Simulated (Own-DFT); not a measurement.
# Response to strain: diamond-structure SiGeSn with randomly placed atoms, 64 atoms (Ge40Si16Sn8)

These are calculations, not measurements. They come from Own-DFT, an in-house plane-wave density functional program, since retired, whose code no person has reviewed. Each row is one single-point run on a periodic cell that was not relaxed, without spin or spin-orbit coupling.

Settings of every run: PBE; PseudoDojo norm-conserving scalar-relativistic files; cutoff 49 hartree; 3 x 3 x 3 k mesh centred on Gamma; Fermi-Dirac smearing of 0.1 eV.

Known limits: forces on such cells moved up to 12 meV/angstrom on a denser k mesh; stress not checked against mesh or cutoff.

Unstrained cell vectors in Å: (11.410, 0.000, 0.000); (0.000, 11.410, 0.000); (0.000, 0.000, 11.410). The unstrained cell has measured lattice constants (interpolated for alloys), not those of this functional. That, the random moves and any unrelaxed bonds set the pressure at no strain. Each run strains this cell uniformly, with the atoms carried along. Every atom was also moved at random, by a Gaussian of width 0.05 Å on each axis. The random placing of the alloy's atoms differs from row to row. Strain is the symmetric tensor, in per cent. Stress is positive in tension, and the pressure is minus a third of its trace.

```
run  e_xx (%)  e_yy (%)  e_zz (%)  s_xx (GPa)  s_yy (GPa)  s_zz (GPa)  P (GPa)  E (meV/atom)
  1     -1.25     -1.25      0.00       -7.13       -7.41       -6.37     6.97          59.5
  2      2.50      2.50      0.00       -0.58       -0.72       -2.15     1.15           4.6
  3     -2.50     -2.50      0.00       -9.92       -9.69       -8.08     9.23          81.3
  4      1.50      1.50      0.00       -2.42       -2.38       -3.24     2.68          27.3
  5      1.00      1.00      0.00       -3.24       -3.20       -3.77     3.41          33.0
  6     -2.25     -2.25      0.00       -9.85       -9.81       -8.13     9.27         111.6
  7      1.25      1.25      0.00       -2.40       -2.38       -3.15     2.64           0.0
  8     -0.75     -0.75      0.00       -6.02       -6.04       -5.52     5.86          32.7
  9     -2.00     -2.00      0.00           ?           ?           ?        ?             ?
```

E is the free energy for each atom above the lowest run shown.

## Worked fit

The change of volume is close to e_xx + e_yy + e_zz. A straight line through the runs shown gives P = 5.07 - 84 x (fractional change of volume) GPa, with an error of 3 on the slope and a scatter of 0.34 GPa. The strain isn't the same on all axes, but the crystal is cubic, so the slope still estimates the bulk modulus, averaged over pressures from 1.1 to 9.3 GPa.

## Withheld run

Question: what pressure should run 9 give? Its volume changes by -3.96 %.

The line gives 8.4 GPa. The calculation gave 8.39 GPa.
